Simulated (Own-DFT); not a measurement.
# Which arrangement is lower? As32Ga32, 64 atoms

These are calculations, not measurements. They come from Own-DFT, an in-house plane-wave density functional program, since retired, whose code no person has reviewed. Each row is one single-point run on a periodic cell that was not relaxed, without spin or spin-orbit coupling.

Settings of every run: PBE; PseudoDojo norm-conserving scalar-relativistic files; cutoff 42 hartree; 3 x 3 x 3 k mesh centred on Gamma; Fermi-Dirac smearing of 0.1 eV.

Known limits, some of them of some rows only: not probed for a lower state with spin; forces on such cells failed a check on a denser k mesh; forces not confirmed at this smearing and k mesh; stress not checked against mesh or cutoff.

All cells hold the same atoms in the same cell, with vectors in Å (11.307, 0.000, 0.000); (0.000, 11.307, 0.000); (0.000, 0.000, 11.307). Every atom was moved at random from its ideal site; u is the rms move along one axis. The defect's site can differ from row to row. E is the free energy of the cell above the lowest run. The arrangements:

- A: zincblende GaAs
- B: zincblende GaAs, with one As on a Ga site and one Ga on an As site, 2.4 Å apart

```
arrangement,u (Å),E (eV),P (GPa)
A,0.0203,0.019,3.52
A,0.0204,0.045,3.53
A,0.0213,0.000,3.52
A,0.0449,1.638,3.85
A,0.0464,1.867,3.90
A,0.0509,2.250,3.98
B,0.0301,2.987,3.92
B,0.0305,2.923,3.92
B,0.0317,3.147,3.97
B,0.0438,4.000,4.09
B,0.0501,4.515,4.24
B,0.0503,4.652,4.26
```

Question: once the cost of the random moves is taken out, how do the arrangements rank?

## Worked answer

Fit E = a + b u², with one b for all and one a for each arrangement, and with residuals divided by u², since the noise grows with the moves. Then b = 1022 eV/Å², the scatter at u = 0.04 Å is 0.10 eV, and against A:

- B: 2.46 ± 0.04 eV (higher)

These are energies of unrelaxed cells. Relaxing the atoms lowers the strained arrangements most, so the gaps would shrink and small ones could change sign.
